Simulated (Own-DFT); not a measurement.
SiC (4H silicon carbide, atoms displaced) (calculated)

Computed with Own-DFT development build. A calculation, not a measurement: plane-wave PBE density functional theory by an unreviewed code, no spin, of a simulated periodic cell, stress positive in tension, free energy of the whole cell less one offset for each atom, forces on such cells passed a denser k mesh, this cell's mesh not checked; offsets are fitted by least squares, one for each functional and potential file, so energies compare only between cells with the same atoms and settings and are not formation energies; the far tail of each file's local potential was reset to the Coulomb form; each entry is a single point on an unrelaxed cell, so the pressure reflects the starting lattice, mostly measured values (interpolated for alloys), from which strain is counted, and rises with the displacements; printed positions are rounded, which can move forces by about a meV/angstrom; the program, named Own-DFT, is a retired in-house code; no spin-orbit coupling.

Settings shared by all entries: functional PBE; potential files PseudoDojo norm-conserving, scalar-relativistic, standard set; wave cutoff 42 hartree; occupations Fermi-Dirac; smearing width 0.1 eV; hardware one NVIDIA H200; k mesh 3 x 3 x 3 centred on Gamma.

(1) SiC (4H silicon carbide, atoms displaced)

```cif
# cell vector a (Å): 12.3308 0.0000 0.0000
# cell vector b (Å): -6.1654 10.6788 0.0000
# cell vector c (Å): 0.0000 0.0000 10.0681
data_SiC
_symmetry_space_group_name_H-M 'P 1'
_symmetry_Int_Tables_number 1
_cell_length_a 12.3308
_cell_length_b 12.3308
_cell_length_c 10.0681
_cell_angle_alpha 90.000
_cell_angle_beta 90.000
_cell_angle_gamma 120.000
_cell_volume 1325.75
loop_
_atom_site_label
_atom_site_type_symbol
_atom_site_fract_x
_atom_site_fract_y
_atom_site_fract_z
_atom_site_occupancy
Si1 Si 0.99960 0.99506 0.41419 1
Si2 Si 0.07691 0.16260 0.15794 1
C1 C 0.99401 0.99189 0.09017 1
C2 C 0.07960 0.16430 0.32980 1
Si3 Si 0.00252 0.24934 0.41309 1
Si4 Si 0.09557 0.42677 0.15799 1
C3 C 0.99690 0.24681 0.09515 1
C4 C 0.09442 0.42608 0.34590 1
Si5 Si 0.99851 0.49472 0.40767 1
Si6 Si 0.08981 0.66834 0.14791 1
C5 C 0.99034 0.49109 0.09058 1
C6 C 0.06870 0.64872 0.33758 1
Si7 Si 0.00069 0.74823 0.40802 1
Si8 Si 0.08822 0.92509 0.14517 1
C7 C 0.01070 0.75904 0.09103 1
C8 C 0.07976 0.91739 0.34509 1
Si9 Si 0.24817 0.99764 0.40746 1
Si10 Si 0.34425 0.17033 0.15826 1
C9 C 0.25100 0.99596 0.09966 1
C10 C 0.33207 0.16688 0.33571 1
Si11 Si 0.25933 0.25568 0.40844 1
Si12 Si 0.33539 0.41642 0.16375 1
C11 C 0.25689 0.25476 0.08237 1
C12 C 0.33982 0.41968 0.34150 1
Si13 Si 0.26038 0.51384 0.40702 1
Si14 Si 0.32256 0.66104 0.15388 1
C13 C 0.24580 0.49993 0.09239 1
C14 C 0.32949 0.66225 0.36237 1
Si15 Si 0.25476 0.75889 0.40252 1
Si16 Si 0.33868 0.91312 0.14487 1
C15 C 0.25532 0.75292 0.08564 1
C16 C 0.32881 0.91303 0.34377 1
Si17 Si 0.50346 0.00001 0.40453 1
Si18 Si 0.57948 0.16824 0.16734 1
C17 C 0.49661 0.98881 0.09792 1
C18 C 0.58621 0.15759 0.34290 1
Si19 Si 0.50818 0.25342 0.40155 1
Si20 Si 0.59410 0.42673 0.15264 1
C19 C 0.49316 0.25088 0.10113 1
C20 C 0.59251 0.42336 0.34411 1
Si21 Si 0.50971 0.50173 0.40056 1
Si22 Si 0.58495 0.66318 0.16362 1
C21 C 0.50455 0.50854 0.09187 1
C22 C 0.57508 0.66395 0.34544 1
Si23 Si 0.50201 0.74688 0.40088 1
Si24 Si 0.59571 0.92404 0.14774 1
C23 C 0.48988 0.74501 0.08991 1
C24 C 0.58484 0.92349 0.33778 1
Si25 Si 0.75017 0.00351 0.41977 1
Si26 Si 0.83603 0.16967 0.16232 1
C25 C 0.75187 0.00171 0.09643 1
C26 C 0.83434 0.17543 0.33917 1
Si27 Si 0.74983 0.24449 0.39272 1
Si28 Si 0.84085 0.41250 0.16009 1
C27 C 0.75164 0.25228 0.09787 1
C28 C 0.83900 0.41980 0.34166 1
Si29 Si 0.75798 0.50105 0.41658 1
Si30 Si 0.83743 0.67641 0.16138 1
C29 C 0.75680 0.50229 0.08592 1
C30 C 0.83921 0.67216 0.35200 1
Si31 Si 0.75043 0.74662 0.41793 1
Si32 Si 0.82768 0.91986 0.15365 1
C31 C 0.74766 0.75349 0.09578 1
C32 C 0.84375 0.92545 0.33471 1
Si33 Si 0.00231 0.98948 0.90947 1
Si34 Si 0.92317 0.83940 0.65735 1
C33 C 0.99832 0.99684 0.59125 1
C34 C 0.90595 0.82634 0.83470 1
Si35 Si 0.99842 0.74934 0.90522 1
Si36 Si 0.92871 0.58916 0.65233 1
C35 C 0.00219 0.75416 0.58596 1
C36 C 0.90425 0.57370 0.84195 1
Si37 Si 0.00568 0.51187 0.90857 1
Si38 Si 0.91054 0.33808 0.65762 1
C37 C 0.99504 0.49750 0.59273 1
C38 C 0.92485 0.33246 0.85272 1
Si39 Si 0.99776 0.24542 0.89940 1
Si40 Si 0.91117 0.07939 0.66884 1
C39 C 0.99902 0.25969 0.58364 1
C40 C 0.92769 0.09083 0.84949 1
Si41 Si 0.74924 0.00053 0.91368 1
Si42 Si 0.66814 0.83666 0.65046 1
C41 C 0.74046 0.99579 0.59262 1
C42 C 0.66324 0.82946 0.84607 1
Si43 Si 0.74926 0.74417 0.90257 1
Si44 Si 0.67029 0.58957 0.65776 1
C43 C 0.74392 0.74639 0.58798 1
C44 C 0.67345 0.57402 0.84886 1
Si45 Si 0.73587 0.49456 0.91582 1
Si46 Si 0.67344 0.33693 0.65443 1
C45 C 0.75025 0.49199 0.58509 1
C46 C 0.66413 0.33197 0.84747 1
Si47 Si 0.75371 0.24945 0.90767 1
Si48 Si 0.66725 0.08252 0.65709 1
C47 C 0.74547 0.24663 0.59674 1
C48 C 0.67174 0.08785 0.84250 1
Si49 Si 0.49846 0.99554 0.89187 1
Si50 Si 0.40522 0.82323 0.65738 1
C49 C 0.49641 0.99521 0.60854 1
C50 C 0.41806 0.83666 0.85127 1
Si51 Si 0.49125 0.75214 0.90541 1
Si52 Si 0.41909 0.58251 0.66308 1
C51 C 0.49905 0.74134 0.60410 1
C52 C 0.40955 0.56968 0.85535 1
Si53 Si 0.50102 0.49606 0.91565 1
Si54 Si 0.41629 0.32886 0.66748 1
C53 C 0.49935 0.50611 0.59024 1
C54 C 0.42309 0.33917 0.84919 1
Si55 Si 0.50633 0.25191 0.89844 1
Si56 Si 0.41874 0.08792 0.64320 1
C55 C 0.50109 0.24973 0.58844 1
C56 C 0.41718 0.08763 0.84235 1
Si57 Si 0.25100 0.00155 0.90444 1
Si58 Si 0.16955 0.83335 0.66012 1
C57 C 0.25240 0.99722 0.59170 1
C58 C 0.16283 0.83232 0.83823 1
Si59 Si 0.24237 0.75479 0.90770 1
Si60 Si 0.16500 0.58136 0.64046 1
C59 C 0.25749 0.75702 0.60164 1
C60 C 0.16007 0.57939 0.83639 1
Si61 Si 0.23924 0.49589 0.90610 1
Si62 Si 0.16211 0.32657 0.65252 1
C61 C 0.25109 0.50449 0.59243 1
C62 C 0.16180 0.33021 0.83874 1
Si63 Si 0.24371 0.24204 0.90708 1
Si64 Si 0.16114 0.08255 0.65817 1
C63 C 0.24123 0.25778 0.58241 1
C64 C 0.16214 0.08113 0.84402 1
```

```
free energy of cell above offsets : -3.705 eV
pressure                          : 6.68 GPa
stress xx                         : -5.78 GPa
stress yy                         : -5.4 GPa
stress zz                         : -8.85 GPa
stress yz                         : 0.55 GPa
stress xz                         : 0.81 GPa
stress xy                         : 0.2 GPa
wall time                         : 578.2 s
```

Force:
```
element  x (eV/Å)  y (eV/Å)  z (eV/Å)
     Si    -0.441     1.687    -3.507
     Si     0.997     0.688    -3.144
      C    -0.168     1.339    -0.016
      C      1.07     0.179     5.386
     Si     0.016     0.837    -4.591
     Si    -3.278    -3.412      0.71
      C     0.611     1.074    -0.642
      C    -0.329    -1.415     0.088
     Si     0.851    -0.504    -0.491
     Si    -1.811    -1.086     1.244
      C     3.546     3.225    -0.171
      C     1.234     4.382     0.423
     Si     0.827      0.77    -2.166
     Si    -0.064    -1.528     3.089
      C    -1.089     -1.14    -0.043
      C     1.711    -0.544    -0.595
     Si    -0.668     0.302    -1.309
     Si    -4.455    -1.813    -1.009
      C     0.813     1.694    -2.074
      C     1.311     0.085     2.932
     Si    -1.664    -0.789    -3.131
     Si    -0.133     0.067    -2.801
      C    -0.703    -1.189     3.253
      C    -0.148     0.387     1.396
     Si      0.15    -6.345     1.674
     Si     2.302     1.287     0.852
      C     2.082     0.251    -0.364
      C    -0.044     5.932    -4.352
     Si    -0.753    -3.337     1.488
     Si    -1.836     0.423      2.59
      C    -1.436    -1.466     1.295
      C     0.978     2.106     -1.25
     Si     -1.27    -1.743     1.458
     Si     0.834    -0.867    -3.695
      C     0.884     3.571     -2.16
      C    -1.922     2.066     1.373
     Si    -1.081    -0.341    -0.097
     Si    -0.769    -1.214     0.821
      C     4.699     2.236    -2.073
      C     1.032    -0.721      -0.6
     Si    -1.968    -0.474      1.67
     Si    -1.908     1.885    -1.885
      C     0.647    -2.056     2.025
      C     3.297     0.293     -0.33
     Si    -2.045     1.764     1.897
     Si    -3.238    -3.194     1.725
      C     1.749     0.886     1.685
      C     1.854    -1.688     1.098
     Si     0.671     0.031    -5.193
     Si    -0.053     0.138    -1.885
      C      0.38     1.757    -0.971
      C     2.714    -2.193     2.191
     Si    -1.194     2.595     2.854
     Si    -3.069     0.673    -0.544
      C    -0.638    -1.495    -0.236
      C    -0.976    -1.631     0.755
     Si    -0.451     0.387    -4.624
     Si     0.891    -0.837    -0.623
      C    -0.018     0.476     4.138
      C    -1.129    -1.448     -0.71
     Si    -0.574     1.285     -4.93
     Si     2.376      -1.1     0.522
      C     0.839    -0.382    -0.433
      C    -2.205    -1.523     3.239
     Si    -2.494     1.078    -0.812
     Si    -0.865    -2.213    -1.683
      C    -1.005     1.202     2.033
      C      2.18     1.249     1.712
     Si    -0.726    -1.377    -0.476
     Si    -2.898     -0.73     1.031
      C     0.892    -0.184     2.516
      C     1.155     1.872     0.072
     Si    -1.162    -3.174    -0.702
     Si     1.685    -1.459     0.901
      C     1.112      0.93     -0.74
      C    -2.997     1.205    -2.071
     Si     0.976     2.331     2.859
     Si     0.217     1.176    -2.381
      C    -0.014    -2.006     4.104
      C    -0.977    -4.619    -0.467
     Si     0.865    -0.144    -1.757
     Si    -0.921     -2.17      2.09
      C     1.895     1.253     2.124
      C      0.23     0.706    -0.427
     Si    -1.869     -0.19     1.285
     Si     0.064    -2.958    -0.147
      C      1.34     2.009     3.576
      C    -5.671     3.343    -2.289
     Si     5.721    -1.489    -1.958
     Si    -1.395    -1.381     0.896
      C    -0.165     2.743     4.136
      C     1.964     0.418    -0.974
     Si    -0.198     1.107     0.548
     Si    -1.373     0.177     0.471
      C     0.661     0.144    -1.545
      C     0.003    -1.303     0.658
     Si    -0.208     2.923     2.457
     Si     4.872     2.549     1.738
      C     0.597     0.281     -2.62
      C    -2.352    -2.003    -2.396
     Si     2.647    -2.436     0.707
     Si    -1.156    -1.331     0.512
      C    -0.988     2.495    -1.859
      C    -0.538     2.157    -1.476
     Si    -0.676      1.57    -1.744
     Si    -0.737     1.964    -2.694
      C      2.02    -1.764     0.737
      C    -0.497    -2.647    -0.346
     Si    -1.954    -1.115     2.309
     Si     0.275    -1.161     2.335
      C    -0.065     1.003     0.257
      C     0.181    -0.928    -0.819
     Si     0.419     0.166     0.498
     Si    -0.475     0.305    -2.002
      C    -1.492     0.979     0.564
      C    -0.624      0.92     1.586
     Si     2.618    -1.598    -1.943
     Si     -0.03     0.458     2.364
      C    -4.117    -2.985    -2.857
      C     0.737     2.132     0.309
     Si     1.463    -0.134     -0.78
     Si    -2.572     3.321     0.633
      C      1.11    -1.224     0.336
      C     0.948     -0.39     0.462
     Si     0.061     2.547    -1.066
     Si     1.254     0.597    -1.384
      C     4.035    -2.836     2.704
      C     1.183    -0.648    -0.332
```

(2) SiC (4H silicon carbide, atoms displaced)

```cif
# cell vector a (Å): 12.3308 0.0000 0.0000
# cell vector b (Å): -6.1654 10.6788 0.0000
# cell vector c (Å): 0.0000 0.0000 10.0681
data_SiC
_symmetry_space_group_name_H-M 'P 1'
_symmetry_Int_Tables_number 1
_cell_length_a 12.3308
_cell_length_b 12.3308
_cell_length_c 10.0681
_cell_angle_alpha 90.000
_cell_angle_beta 90.000
_cell_angle_gamma 120.000
_cell_volume 1325.75
loop_
_atom_site_label
_atom_site_type_symbol
_atom_site_fract_x
_atom_site_fract_y
_atom_site_fract_z
_atom_site_occupancy
Si1 Si 0.00147 0.00333 0.41546 1
Si2 Si 0.08137 0.16280 0.15948 1
C1 C 0.99765 0.00724 0.09173 1
C2 C 0.08193 0.16273 0.34157 1
Si3 Si 0.00111 0.25800 0.40273 1
Si4 Si 0.08165 0.40919 0.15329 1
C3 C 0.00529 0.25725 0.09295 1
C4 C 0.07747 0.40767 0.34434 1
Si5 Si 0.00640 0.50713 0.40731 1
Si6 Si 0.07475 0.65807 0.17022 1
C5 C 0.99521 0.50258 0.09223 1
C6 C 0.08315 0.67275 0.34732 1
Si7 Si 0.00626 0.75575 0.41074 1
Si8 Si 0.09230 0.91998 0.15879 1
C7 C 0.99720 0.74876 0.09958 1
C8 C 0.08672 0.91719 0.34361 1
Si9 Si 0.24873 0.99322 0.40783 1
Si10 Si 0.33644 0.16604 0.15716 1
C9 C 0.25053 0.99716 0.09789 1
C10 C 0.33574 0.16549 0.33946 1
Si11 Si 0.24925 0.24925 0.40312 1
Si12 Si 0.33056 0.41400 0.15802 1
C11 C 0.24742 0.24758 0.10375 1
C12 C 0.33977 0.42143 0.34670 1
Si13 Si 0.25297 0.50086 0.40454 1
Si14 Si 0.33024 0.67711 0.16348 1
C13 C 0.25161 0.49654 0.08969 1
C14 C 0.33357 0.66680 0.34114 1
Si15 Si 0.25250 0.74924 0.42034 1
Si16 Si 0.33435 0.91958 0.16521 1
C15 C 0.24537 0.74538 0.08865 1
C16 C 0.32627 0.91703 0.33879 1
Si17 Si 0.49207 0.99050 0.40331 1
Si18 Si 0.58264 0.16430 0.14964 1
C17 C 0.50359 0.00276 0.09613 1
C18 C 0.57358 0.16258 0.34142 1
Si19 Si 0.49808 0.25494 0.41475 1
Si20 Si 0.58446 0.41385 0.16119 1
C19 C 0.49661 0.24883 0.09855 1
C20 C 0.58934 0.42141 0.33983 1
Si21 Si 0.49234 0.49414 0.41538 1
Si22 Si 0.57588 0.65776 0.15235 1
C21 C 0.49514 0.49645 0.09182 1
C22 C 0.58810 0.66452 0.34064 1
Si23 Si 0.48897 0.74159 0.40436 1
Si24 Si 0.58455 0.91710 0.15434 1
C23 C 0.49393 0.74772 0.09846 1
C24 C 0.58518 0.92307 0.34291 1
Si25 Si 0.75531 0.00414 0.41019 1
Si26 Si 0.82703 0.16780 0.15977 1
C25 C 0.75078 0.00887 0.08828 1
C26 C 0.83803 0.16814 0.34912 1
Si27 Si 0.75030 0.24546 0.40773 1
Si28 Si 0.83216 0.40495 0.16953 1
C27 C 0.74865 0.25046 0.08961 1
C28 C 0.82424 0.41341 0.33719 1
Si29 Si 0.75610 0.50263 0.40614 1
Si30 Si 0.83340 0.65991 0.15097 1
C29 C 0.75118 0.49784 0.10176 1
C30 C 0.82105 0.66572 0.34286 1
Si31 Si 0.74466 0.74721 0.40723 1
Si32 Si 0.83612 0.91662 0.15281 1
C31 C 0.75100 0.74629 0.09981 1
C32 C 0.82933 0.91896 0.34452 1
Si33 Si 0.98948 0.99004 0.90682 1
Si34 Si 0.91914 0.83474 0.65848 1
C33 C 0.99916 0.00698 0.58833 1
C34 C 0.91951 0.83783 0.83971 1
Si35 Si 0.99689 0.75551 0.91513 1
Si36 Si 0.91455 0.57848 0.65772 1
C35 C 0.99513 0.75397 0.59259 1
C36 C 0.91775 0.58449 0.83830 1
Si37 Si 0.00718 0.50749 0.90806 1
Si38 Si 0.92487 0.33559 0.65573 1
C37 C 0.00107 0.50113 0.59545 1
C38 C 0.90527 0.33603 0.83701 1
Si39 Si 0.99966 0.23713 0.91122 1
Si40 Si 0.92461 0.08529 0.66203 1
C39 C 0.99844 0.24620 0.59242 1
C40 C 0.91946 0.08110 0.84101 1
Si41 Si 0.75376 0.99572 0.91140 1
Si42 Si 0.66796 0.83164 0.66464 1
C41 C 0.75296 0.00494 0.59329 1
C42 C 0.67454 0.83250 0.84519 1
Si43 Si 0.74892 0.75515 0.91341 1
Si44 Si 0.66502 0.58927 0.65911 1
C43 C 0.74383 0.74554 0.59129 1
C44 C 0.66024 0.58762 0.84239 1
Si45 Si 0.74289 0.50458 0.89876 1
Si46 Si 0.67582 0.33441 0.65360 1
C45 C 0.74796 0.50278 0.59203 1
C46 C 0.66104 0.32945 0.84420 1
Si47 Si 0.74593 0.24926 0.90779 1
Si48 Si 0.65853 0.07525 0.65025 1
C47 C 0.75664 0.25397 0.58754 1
C48 C 0.66215 0.07859 0.84009 1
Si49 Si 0.50542 0.00063 0.90689 1
Si50 Si 0.42252 0.83515 0.65195 1
C49 C 0.50016 0.00008 0.59147 1
C50 C 0.41369 0.82969 0.83938 1
Si51 Si 0.49785 0.74351 0.89231 1
Si52 Si 0.41939 0.57674 0.65688 1
C51 C 0.50610 0.74698 0.58856 1
C52 C 0.40796 0.57940 0.84964 1
Si53 Si 0.50358 0.49805 0.90587 1
Si54 Si 0.41033 0.33038 0.66359 1
C53 C 0.50509 0.50723 0.58834 1
C54 C 0.41553 0.32580 0.84180 1
Si55 Si 0.49807 0.26083 0.91317 1
Si56 Si 0.41997 0.08209 0.64850 1
C55 C 0.50063 0.24431 0.59162 1
C56 C 0.41727 0.08057 0.84470 1
Si57 Si 0.23556 0.00420 0.91172 1
Si58 Si 0.15482 0.83491 0.65689 1
C57 C 0.25013 0.00008 0.60380 1
C58 C 0.15561 0.82197 0.84496 1
Si59 Si 0.25431 0.74713 0.90235 1
Si60 Si 0.17757 0.58689 0.65326 1
C59 C 0.24588 0.74985 0.59294 1
C60 C 0.16151 0.58861 0.83910 1
Si61 Si 0.25593 0.49742 0.89729 1
Si62 Si 0.16434 0.32680 0.65855 1
C61 C 0.24572 0.49707 0.58544 1
C62 C 0.17001 0.33248 0.83757 1
Si63 Si 0.25448 0.25572 0.90946 1
Si64 Si 0.16400 0.07727 0.65770 1
C63 C 0.25060 0.25091 0.59211 1
C64 C 0.15940 0.08357 0.83599 1
```

```
free energy of cell above offsets : -7.782 eV
pressure                          : 5.7 GPa
stress xx                         : -4.27 GPa
stress yy                         : -4.15 GPa
stress zz                         : -8.67 GPa
stress yz                         : -0.4 GPa
stress xz                         : 0.49 GPa
stress xy                         : -0.15 GPa
wall time                         : 571.2 s
```

Force:
```
element  x (eV/Å)  y (eV/Å)  z (eV/Å)
     Si    -0.441    -1.046    -3.876
     Si    -0.552     1.484    -0.262
      C     1.846    -2.199    -0.332
      C    -0.506     1.259     1.081
     Si      1.45    -4.147      1.76
     Si    -0.234     3.735     0.153
      C    -0.567    -3.986    -0.041
      C     0.514     4.851    -1.267
     Si    -1.071    -1.859      0.14
     Si     0.664     1.854     -3.45
      C     1.418    -1.668     1.459
      C     1.584    -1.024     1.397
     Si    -2.992    -0.786    -1.113
     Si    -2.503     -1.03     0.197
      C     0.666     0.757    -0.028
      C    -1.016     0.488     0.925
     Si    -1.319     2.542     0.738
     Si    -0.999    -0.342     0.401
      C    -0.332     1.365    -0.778
      C    -0.924      -0.1     1.956
     Si     0.556    -0.293    -0.066
     Si     0.275     0.727    -0.072
      C      0.68    -0.147    -1.858
      C    -1.949    -1.634    -0.634
     Si    -0.739    -0.963    -0.835
     Si     1.532    -2.414    -2.863
      C    -1.108     0.705     0.639
      C    -2.026    -0.576     1.793
     Si    -1.051     0.422     -3.85
     Si     0.688    -1.268    -3.908
      C    -0.924     1.264     1.624
      C     2.094    -1.887     3.046
     Si     0.118     2.615    -0.458
     Si    -0.669     0.809     1.902
      C     -0.56    -1.477    -0.714
      C      1.45     0.246     0.523
     Si     1.298    -0.445    -3.014
     Si    -0.476     0.808    -0.768
      C     0.806     0.676    -1.144
      C    -1.342    -0.988     2.814
     Si     3.257     2.023    -3.559
     Si     0.184     1.636     1.237
      C     1.089    -0.934     -0.33
      C    -3.199    -0.999     0.381
     Si     4.137     2.253    -0.609
     Si    -0.158    -0.174      0.41
      C     1.119     0.509    -1.606
      C     0.592    -1.776     0.254
     Si     -1.12    -0.893    -0.462
     Si     1.669     0.413    -0.415
      C     1.184    -1.905     1.551
      C    -1.026     0.037    -1.375
     Si    -1.944     0.251    -0.941
     Si    -1.191     2.375    -5.214
      C     0.107     -0.66     1.134
      C      2.57     0.104     4.356
     Si    -2.255     0.251    -0.331
     Si    -1.206      0.83     2.374
      C    -0.255    -1.119    -2.219
      C     3.741     0.384    -0.077
     Si     0.126      1.22    -0.535
     Si    -1.427    -0.015     1.677
      C    -0.953      0.53     -1.65
      C     1.733    -0.458    -0.035
     Si     1.355     3.177     0.187
     Si    -2.125     0.075     -1.55
      C     1.861    -1.883     2.835
      C    -1.034    -2.019     1.287
     Si     1.532    -2.181    -1.409
     Si    -0.537      1.19    -0.531
      C     1.064    -1.194     0.004
      C    -1.531     0.543     1.988
     Si    -2.545    -1.829    -0.647
     Si    -1.568    -0.545    -0.117
      C     1.022      0.43    -1.001
      C     3.018    -0.083     1.756
     Si    -1.481     3.226    -1.101
     Si    -2.854     0.202    -1.777
      C     0.798     0.917     0.179
      C    -0.707     -0.96     1.379
     Si    -1.929     1.655    -2.179
     Si     0.384     1.075    -3.003
      C     0.654    -1.339     1.281
      C     -2.74     0.243     0.354
     Si     2.182    -1.693     0.042
     Si     1.329    -1.201    -1.236
      C     1.023     2.029     1.219
      C      1.06     0.577     0.276
     Si     2.965    -1.347     1.468
     Si    -1.876    -0.301     0.292
      C     0.636    -0.358     0.775
      C     -0.37     1.395    -0.033
     Si     0.084    -0.099     -1.52
     Si     1.868     2.625     1.012
      C      0.03    -1.087     1.279
      C     1.702      0.52     0.237
     Si    -2.313    -0.658     0.028
     Si    -0.888    -0.869     0.342
      C    -0.485    -1.447    -1.181
      C     1.634     0.713    -0.128
     Si    -0.702     1.712     2.995
     Si    -2.252     1.194    -0.387
      C     -1.73    -0.037     1.626
      C     4.628     0.599    -2.926
     Si    -2.285     -0.53     0.753
     Si      2.03     0.006    -2.686
      C     0.081    -2.474     3.268
      C    -2.358     2.739     0.782
     Si     3.604    -4.122    -0.609
     Si    -0.976     0.086     2.962
      C    -0.672     1.849     1.489
      C    -1.272     0.741     0.291
     Si     4.213    -1.702    -1.548
     Si     2.346    -0.679     1.393
      C     0.183    -0.559    -2.387
      C     0.453     2.317     0.366
     Si    -2.434     0.814     0.619
     Si    -2.714    -0.621      0.56
      C     0.756     1.052     1.891
      C     3.517    -1.302    -0.243
     Si    -4.898      -0.9     2.609
     Si    -0.488     0.764    -2.059
      C     1.774     -0.05     1.787
      C    -0.569     -0.29     1.666
     Si    -0.819     -1.75     0.187
     Si    -0.353     1.831     -1.29
      C     0.016     -0.93     0.091
      C    -0.408     0.529     2.762
```
